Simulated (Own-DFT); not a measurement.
GaP (zincblende, atoms displaced) (calculated)

A calculation, not a measurement: plane-wave PBE density functional theory by an unreviewed code, no spin, of a simulated periodic cell, stress positive in tension, free energy of the whole cell less one offset for each atom, forces on such cells passed a denser k mesh, this cell's mesh not checked; offsets are fitted by least squares, one for each functional and potential file, so energies compare only between cells with the same atoms and settings and are not formation energies; the far tail of each file's local potential was reset to the Coulomb form; each entry is a single point on an unrelaxed cell, so the pressure reflects the starting lattice, mostly measured values (interpolated for alloys), from which strain is counted, and rises with the displacements; printed positions are rounded, which can move forces by about a meV/angstrom; the program, named Own-DFT, is a retired in-house code; no spin-orbit coupling. Program: Own-DFT development build.

Entry: GaP (zincblende, atoms displaced)

```
GaP
1.0
     10.9010     0.0000     0.0000
      0.0000    10.9010     0.0000
      0.0000     0.0000    10.9010
Ga P Ga P Ga P Ga P Ga P Ga P Ga P Ga P
4 4 4 4 4 4 4 4 4 4 4 4 4 4 4 4
Direct
  0.00041 0.99808 0.00022
  0.99899 0.25130 0.24978
  0.24814 0.00061 0.25075
  0.25181 0.25086 0.99913
  0.12392 0.12736 0.12841
  0.12297 0.37508 0.37508
  0.37683 0.12645 0.37664
  0.37437 0.37347 0.12390
  0.00272 0.99826 0.50028
  0.00146 0.25100 0.74951
  0.25092 0.99891 0.75052
  0.24825 0.25076 0.49645
  0.12578 0.12454 0.62558
  0.12109 0.37575 0.87633
  0.37610 0.12480 0.87395
  0.37738 0.37485 0.62457
  0.00012 0.49819 0.99920
  0.00117 0.74878 0.24973
  0.25063 0.49744 0.25246
  0.24678 0.74799 0.99558
  0.12270 0.62494 0.12613
  0.12418 0.87028 0.37275
  0.37385 0.62454 0.37719
  0.37324 0.87948 0.12438
  0.99881 0.49991 0.50229
  0.99997 0.75064 0.74605
  0.25275 0.49860 0.75076
  0.25022 0.74858 0.50222
  0.12780 0.62563 0.62742
  0.12218 0.87637 0.87345
  0.37553 0.62454 0.87730
  0.37775 0.87521 0.62439
  0.49966 0.99996 0.99839
  0.49862 0.24891 0.24861
  0.75201 0.00105 0.25157
  0.75393 0.24795 0.99940
  0.62414 0.12660 0.12507
  0.62352 0.37915 0.37626
  0.87380 0.12611 0.37332
  0.87653 0.37342 0.12684
  0.50159 0.00128 0.49968
  0.49785 0.25024 0.75041
  0.74742 0.99926 0.74838
  0.75055 0.24995 0.50148
  0.62625 0.12277 0.62777
  0.62293 0.37369 0.87670
  0.87717 0.12766 0.87586
  0.87479 0.37148 0.62465
  0.50272 0.49694 0.00001
  0.49918 0.75282 0.25477
  0.74740 0.50295 0.24869
  0.74915 0.74882 0.99717
  0.62538 0.62525 0.12378
  0.62648 0.87503 0.37569
  0.87555 0.62554 0.37546
  0.87549 0.87467 0.12412
  0.49980 0.50159 0.49844
  0.49879 0.75182 0.75206
  0.74893 0.50124 0.74886
  0.75022 0.74983 0.49815
  0.62389 0.62246 0.62412
  0.62378 0.87546 0.87900
  0.87554 0.62369 0.87477
  0.87552 0.87905 0.62465
```

| Quantity | Value |
| --- | --- |
| functional | PBE |
| potential files | PseudoDojo norm-conserving, scalar-relativistic, standard set |
| wave cutoff | 42 hartree |
| occupations | Fermi-Dirac |
| smearing width | 0.1 eV |
| k mesh | 3 x 3 x 3 centred on Gamma |
| pressure | ? |

Questions
1. Estimate the pressure of GaP (zincblende, atoms displaced).

Calculated values
1. 2.7 GPa

Further results for GaP (zincblende, atoms displaced):

| Quantity | Value |
| --- | --- |
| free energy of cell above offsets | -35.775 eV |
| stress xx | -2.71 GPa |
| stress yy | -2.7 GPa |
| stress zz | -2.7 GPa |
| stress yz | -0.07 GPa |
| stress xz | 0.1 GPa |
| stress xy | 0.28 GPa |

Force:
```
element  x (eV/Å)  y (eV/Å)  z (eV/Å)
     Ga    -0.019     0.432     0.175
     Ga     0.016    -0.121     0.167
     Ga     0.116     0.095     0.137
     Ga    -0.395    -0.212     0.001
      P     0.149      -0.2    -0.472
      P    -0.021     0.106     0.079
      P     -0.26    -0.243    -0.176
      P     0.085      0.27      0.17
     Ga    -0.117     0.266     -0.33
     Ga    -0.067    -0.176     0.004
     Ga     0.008     0.043    -0.109
     Ga     0.172    -0.014     0.444
      P     0.133     0.066    -0.125
      P     0.736    -0.132    -0.284
      P    -0.248     -0.02     0.071
      P    -0.362    -0.026    -0.212
     Ga    -0.235     0.229     0.392
     Ga    -0.406     0.004    -0.135
     Ga    -0.107     0.221    -0.316
     Ga     0.087     0.305     0.533
      P     0.409    -0.287    -0.189
      P     0.296     0.419     0.417
      P     0.013      0.09    -0.234
      P    -0.036    -0.627    -0.037
     Ga     0.109     0.089     0.003
     Ga     -0.18    -0.007      0.29
     Ga    -0.128    -0.046     0.148
     Ga     0.023     0.216     -0.12
      P    -0.235    -0.302    -0.142
      P     0.242    -0.211    -0.071
      P     0.112    -0.133    -0.151
      P    -0.274     0.048    -0.006
     Ga     -0.02     0.266     0.409
     Ga     0.224     0.289     0.206
     Ga    -0.255    -0.093    -0.396
     Ga    -0.372     0.278     0.228
      P     0.246     -0.29    -0.081
      P     0.153    -0.586    -0.254
      P     0.347    -0.074     0.434
      P    -0.394     0.423    -0.189
     Ga     0.051    -0.046     0.068
     Ga     0.308    -0.073    -0.073
     Ga     0.409     0.031     0.647
     Ga    -0.318    -0.073    -0.275
      P     -0.31     0.495    -0.319
      P     0.534    -0.112    -0.314
      P    -0.091      -0.6    -0.349
      P      0.01      0.46     0.213
     Ga    -0.289     0.287     0.214
     Ga    -0.131    -0.138    -0.601
     Ga     0.352     -0.27     0.116
     Ga     0.235     0.025     0.297
      P    -0.351     0.273     0.155
      P    -0.019     0.207         0
      P    -0.013     -0.12    -0.083
      P    -0.165     -0.14       0.1
     Ga    -0.098    -0.107     0.223
     Ga     0.224    -0.288    -0.085
     Ga     0.027    -0.367     0.152
     Ga     0.064    -0.006     0.402
      P     0.049     0.614     0.138
      P     0.182    -0.051    -0.567
      P     0.022     0.155    -0.238
      P    -0.225    -0.511      -0.1
```
